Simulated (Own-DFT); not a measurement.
# One host, several defects: C40 NbSi2

No measurement is shown. These are fixed-geometry runs of a retired plane-wave code named Own-DFT, which no person has reviewed; spin and spin-orbit coupling are neglected.

All runs used: PBE; PseudoDojo norm-conserving scalar-relativistic files; cutoff 42 hartree; 4 x 4 x 5 k mesh centred on Gamma; cold (Marzari-Vanderbilt) smearing of 0.2 eV.

Keep in mind: forces on such cells failed a check on a denser k mesh; stress not checked against mesh or cutoff.

All runs share one cell, with vectors in Å (0.000, 8.324, 0.000); (-9.613, 0.000, 0.000); (0.000, 0.000, 6.586) and a volume of 527.0 Å³. u is the rms random offset of the atoms per axis. The defect's site can differ from row to row.

```
cell,formula,u (Å),P (GPa)
no defect,Nb12Si24,0.0187,1.45
no defect,Nb12Si24,0.0476,2.52
no defect,Nb12Si24,0.0523,2.81
two Nb vacancies,Nb10Si24,0.0277,-0.24
two Nb vacancies,Nb10Si24,0.0292,-0.14
two Nb vacancies,Nb10Si24,0.0495,0.77
two Si on a Nb site each,Nb10Si26,0.0293,1.61
two Si on a Nb site each,Nb10Si26,0.0315,1.81
two Si on a Nb site each,Nb10Si26,0.0497,2.17
two Nb on a Si site each,Nb14Si22,0.0327,7.68
two Nb on a Si site each,Nb14Si22,0.0445,8.55
two Nb on a Si site each,Nb14Si22,0.0547,8.19
one Si vacancy,Nb12Si23,0.0282,0.93
one Si vacancy,Nb12Si23,0.0294,?
one Si vacancy,Nb12Si23,0.0514,1.55
one Si vacancy,Nb12Si23,0.0515,1.81
```

## Working it out

P = P0 + c u² + a shift for each defect gives P0 = 1.47 GPa, c = 443 ± 72 GPa/Å² and a scatter of 0.24 GPa. The shifts, and each times the cell's volume:

- two Nb on a Si site each: 5.78 ± 0.19 GPa, 19.0 eV (9.5 eV for each of its 2 sites)
- two Si on a Nb site each: -0.24 ± 0.19 GPa, -0.8 eV (-0.4 eV for each of its 2 sites) (not resolved)
- one Si vacancy: -0.94 ± 0.19 GPa, -3.1 eV
- two Nb vacancies: -1.94 ± 0.20 GPa, -6.4 eV (-3.2 eV for each of its 2 sites)

Positive is outwards. The product with the volume (160.2 GPa Å³ to the eV) is nearly free of the cell's size; divided by the bulk modulus at the cell's pressure it gives the volume that the defect adds. The atoms around the defects weren't relaxed, which would change these numbers.

## The run left out

Asked: what pressure belongs in the blank (one Si vacancy, u = 0.0294 Å)?

The fitted form gives 0.91 ± 0.29 GPa. The calculation gave 1.01 GPa.
